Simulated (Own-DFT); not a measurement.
# Which arrangement is lower? C34N2Si36, 72 atoms

Calculated results; nothing here was measured. They come from Own-DFT, an in-house plane-wave density functional program, since retired, whose code no person has reviewed. Each row is one single-point run on a periodic cell that was not relaxed, without spin or spin-orbit coupling.

Settings of every run: PBE; PseudoDojo norm-conserving scalar-relativistic files; cutoff 42 hartree; 4 x 4 x 3 k mesh centred on Gamma; Fermi-Dirac smearing of 0.1 eV.

Known limits: not probed for a lower state with spin; forces on such cells passed a denser k mesh, each cell not checked; stress not checked against mesh or cutoff.

All cells hold the same atoms in the same cell, with vectors in Å (9.248, 0.000, 0.000); (-4.624, 8.009, 0.000); (0.000, 0.000, 10.068). Every atom was moved at random from its ideal site; u is the rms move along one axis. The defect's site can differ from row to row. E is the free energy of the cell above the lowest run. The arrangements:

- A: 4H SiC, with two N on a C site each, 3.1 Å apart
- B: 2H SiC, with two N on a C site each, 3.1 Å apart

```
arrangement   u (Å)  E (eV)  P (GPa)
          A  0.0302   0.150     2.79
          A  0.0303   0.000     2.88
          A  0.0314   0.078     2.77
          A  0.0485   3.553     3.89
          A  0.0495   3.741     4.02
          A  0.0512   3.536     4.21
          B  0.0292   0.527     2.96
          B  0.0297   0.462     2.93
          B  0.0313   0.719     2.98
          B  0.0447   3.248     3.96
          B  0.0501   5.119     4.38
          B  0.0503   4.655     4.31
```

Question: once the cost of the random moves is taken out, how do the arrangements rank?

## Worked answer

Fit E = a + b u², with one b for all and one a for each arrangement, and with residuals divided by u², since the noise grows with the moves. Then b = 2447 eV/Å², the scatter at u = 0.04 Å is 0.22 eV, and against A:

- B: 0.63 ± 0.10 eV (higher)

These are energies of unrelaxed cells. Relaxing the atoms lowers the strained arrangements most, so the gaps would shrink and small ones could change sign.
